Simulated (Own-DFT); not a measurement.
## Calculated data, AlGa3N4 (wurtzite random alloy, atoms displaced)

A calculation, not a measurement: plane-wave density functional theory by an unreviewed code, no spin, of a simulated periodic cell, stress positive in tension, run twice, with PBE and with PBEsol, both on files made for PBE, so the change isn't that of files made for PBEsol, forces on such cells passed a denser k mesh, this cell's mesh not checked; the far tail of each file's local potential was reset to the Coulomb form; each entry is a single point on an unrelaxed cell, so the pressure reflects the starting lattice, mostly measured values (interpolated for alloys), from which strain is counted, and rises with the displacements; printed positions are rounded, which can move forces by about a meV/angstrom; the program, named Own-DFT, is a retired in-house code; no spin-orbit coupling; stress was not checked against mesh or cutoff. Program: Own-DFT development build.

```xyz
72
Lattice="9.5092 0.0000 0.0000 -4.7546 8.2353 0.0000 0.0000 0.0000 10.2685" Properties=species:S:1:pos:R:3:PBE_force_x:R:1:PBE_force_y:R:1:PBE_force_z:R:1:PBEsol_force_x:R:1:PBEsol_force_y:R:1:PBEsol_force_z:R:1 formula=AlGa3N4 functional=PBE,then_PBEsol potential_files=PseudoDojo_norm-conserving,scalar-relativistic,standard_set wave_cutoff=42 occupations=Fermi-Dirac smearing_width=0.1 k_mesh=4_x_4_x_3_centred_on_Gamma PBE_pressure=6.04 PBE_stress_xx=-6.5 PBE_stress_yy=-4.83 PBE_stress_zz=-6.78 PBE_stress_yz=-0.03 PBE_stress_xz=-0.04 PBE_stress_xy=0.41 PBEsol_pressure=1.18 PBEsol_stress_xx=-1.64 PBEsol_stress_yy=0.01 PBEsol_stress_zz=-1.9 PBEsol_stress_yz=-0.04 PBEsol_stress_xz=-0.05 PBEsol_stress_xy=0.4 rms_change_of_force_components_from_PBE_to_PBEsol=0.07
Ga     0.0209     1.8183     0.0256     -0.635     -0.039     -0.432      -0.62      -0.03     -0.416
Ga     1.5638     0.9239     2.5937      0.061     -0.534     -0.221       0.06     -0.535     -0.212
N     -0.0617     1.7832     1.9610      0.839      0.709     -0.068      0.997       0.79     -0.138
N      1.5563     0.8985     4.5098      0.803      0.085      0.438      0.775       0.08      0.427
Ga    -0.0068     1.7451     5.1551      0.008      1.373      0.041      0.022      1.342      0.044
Ga     1.5604     0.9209     7.7129      0.668     -0.171     -1.169       0.65     -0.156     -1.133
N      0.0217     1.8645     7.0934     -1.384     -1.765     -0.019     -1.236     -1.662     -0.062
N      1.5911     0.8893     9.5702     -0.272      0.449      1.483     -0.258      0.437      1.454
Ga    -1.5544     4.6186    10.2563     -0.694     -0.986      0.044     -0.677      -0.97      0.049
Ga    -0.0167     3.6633     2.5618      0.052      0.138      0.075      0.053      0.138      0.065
N     -1.6021     4.5917     1.9138      0.311     -0.244        0.5      0.309     -0.237      0.487
N     -0.0160     3.6760     4.5530     -0.267     -0.962     -0.873     -0.093     -1.019     -0.915
Al    -1.5467     4.5586     5.0745     -0.968       0.65      0.632     -0.982      0.644      0.619
Ga     0.0120     3.6272     7.6801     -0.624       1.19      0.721      -0.59      1.163      0.703
N     -1.5591     4.6054     7.0108     -0.403     -0.762     -0.283     -0.398     -0.738     -0.123
N      0.0079     3.6548     9.6619      0.184     -0.181      -0.31       0.18     -0.175     -0.302
Ga    -3.1023     7.3372    10.2384     -1.068     -0.782      0.909     -1.051     -0.759      0.877
Ga    -1.5838     6.4258     2.5622     -0.504     -0.325          0     -0.493     -0.314      0.008
N     -3.1997     7.3149     1.9795      0.234      0.306     -0.986      0.239      0.299     -0.965
N     -1.5797     6.3899     4.4778      0.534     -0.255      1.201       0.39     -0.178      1.072
Ga    -3.1854     7.2801     5.1251      0.234     -0.035     -0.137       0.22     -0.022     -0.149
Ga    -1.6296     6.3999     7.6767      1.239     -0.143      0.188      1.206     -0.152      0.193
N     -3.1790     7.2916     7.0915     -0.125      0.869     -0.672     -0.121      0.841     -0.659
N     -1.5361     6.4120     9.6361       0.31      0.564     -0.257      0.155       0.47     -0.301
Ga     3.1319     1.7884     0.0137      0.994      0.317     -0.696      0.968      0.313     -0.674
Ga     4.7745     0.9443     2.5140      0.231     -1.061      0.436      0.213     -1.036      0.434
N      3.1685     1.8226     1.9238     -0.398      0.658      0.602     -0.386      0.483      0.523
N      4.7622     0.9072     4.4814     -0.301     -0.684       0.45     -0.284     -0.528      0.399
Ga     3.1657     1.8324     5.1942      0.025     -0.317     -1.356      0.015     -0.297      -1.32
Al     4.7566     0.8947     7.6326      0.175      0.025      1.106      0.169      0.034      1.115
N      3.2106     1.8162     7.0642      -0.23     -0.184      1.138     -0.369     -0.099      1.044
N      4.7837     0.9084     9.6376     -0.962      -1.11     -0.839     -0.931     -0.944     -0.736
Ga     1.6013     4.5758     0.0450     -0.346      0.083     -1.533     -0.344      0.072     -1.493
Al     3.1611     3.6024     2.5874      0.428      0.822     -0.619      0.422      0.821     -0.615
N      1.6228     4.5675     1.8848      0.386       -0.8      2.334      0.256     -0.705      2.218
N      3.1914     3.6620     4.4833     -0.077     -0.109     -0.269     -0.221     -0.188     -0.153
Ga     1.5602     4.5501     5.1256       0.59      0.495      0.356      0.575      0.477      0.353
Ga     3.1641     3.6831     7.7199     -0.131     -0.538      0.056     -0.135     -0.531      0.054
N      1.5538     4.5591     7.0866      0.864      0.204     -0.196      0.846      0.199      -0.19
N      3.1701     3.6547     9.6758      0.361      0.056     -0.191      0.201     -0.026     -0.245
Al     0.0315     7.2958    10.2361     -0.507      0.725      0.621      -0.51      0.733      0.635
Ga     1.6363     6.3934     2.5735     -1.095      0.143      0.346     -1.071      0.135      0.337
N     -0.0334     7.2641     1.9380       1.28      1.018     -1.361      1.243      0.992     -1.198
N      1.5455     6.3932     4.5367     -0.084      0.497     -0.006      0.053      0.407     -0.065
Al    -0.0260     7.2989     5.1602       0.23      0.185      -0.78       0.22       0.19     -0.789
Ga     1.6120     6.3922     7.7273     -0.589      0.032     -0.738     -0.569      0.016     -0.716
N      0.0063     7.3209     7.0525     -0.187      0.557     -0.169     -0.182      0.395     -0.057
N      1.5521     6.4187     9.6301      0.025     -0.261      0.612      0.186     -0.339      0.531
Ga     6.3327     1.8006     0.0102     -0.086       0.77     -0.354      -0.08      0.758     -0.339
Al     7.9308     0.9511     2.5395     -0.339     -1.306      0.875      -0.34     -1.315      0.891
N      6.4207     1.8059     1.9145     -0.664      0.276      0.896     -0.821      0.358      0.804
N      7.9286     0.9193     4.5129     -0.432      0.345     -1.293     -0.417       0.33     -1.123
Ga     6.3369     1.8398     5.1137     -0.047      0.125      0.333     -0.048      0.125      0.322
Al     7.8921     0.9310     7.7299      0.315     -0.172      -0.24      0.334     -0.163     -0.251
N      6.3202     1.8258     7.1025      0.465     -0.791     -0.193      0.459     -0.616      -0.29
N      7.8820     0.9055     9.6499      1.092      0.314     -1.095      1.055      0.296     -0.912
Al     4.7125     4.5627    10.2356      1.033      0.341      0.596      1.036      0.355      0.597
Ga     6.3119     3.6773     2.5605      1.258     -0.662     -0.182      1.225     -0.634     -0.178
N      4.8065     4.5513     1.9591     -2.568     -0.391     -1.412     -2.392      -0.32     -1.283
N      6.3321     3.7084     4.4893      0.426     -0.101      0.746      0.435     -0.252      0.618
Al     4.7477     4.4907     5.1198      0.074      1.546      0.177      0.065      1.551      0.181
Ga     6.3354     3.6642     7.7018      0.757     -0.125      0.375      0.728     -0.129      0.372
N      4.7652     4.5075     7.0673     -0.419      1.105     -1.166     -0.404      1.077     -0.987
N      6.3213     3.6423     9.6713     -0.347      0.955     -0.158     -0.213      0.858     -0.207
Ga     3.1353     7.3364    10.2532      0.517     -0.377      0.576       0.51     -0.367      0.555
Ga     4.7330     6.3534     2.5795      0.167      0.699     -0.683      0.175      0.695     -0.653
N      3.1649     7.3386     1.9808      0.257      0.741     -0.568      0.242      0.564     -0.601
N      4.7305     6.4357     4.4578     -0.026      -1.66      1.688     -0.021     -1.505      1.608
Ga     3.1714     7.3606     5.1302     -0.492      -1.04      0.156     -0.469      -1.02       0.15
Ga     4.7729     6.4070     7.6930     -0.653     -0.625     -0.026     -0.639     -0.599     -0.011
N      3.1729     7.3189     7.0940      0.186      1.132      0.005      0.181      0.964     -0.043
N      4.7390     6.4216     9.6173      0.306     -1.001      0.839      0.296     -0.841      0.762
```

Units: wave_cutoff in hartree; smearing_width in eV; PBE_pressure, PBE_stress_xx, PBE_stress_yy, PBE_stress_zz, PBE_stress_yz, PBE_stress_xz, PBE_stress_xy, PBEsol_pressure, PBEsol_stress_xx, PBEsol_stress_yy, PBEsol_stress_zz, PBEsol_stress_yz, PBEsol_stress_xz, PBEsol_stress_xy in GPa; rms_change_of_force_components_from_PBE_to_PBEsol, PBE_force_x, PBE_force_y, PBE_force_z, PBEsol_force_x, PBEsol_force_y, PBEsol_force_z in eV/Å.
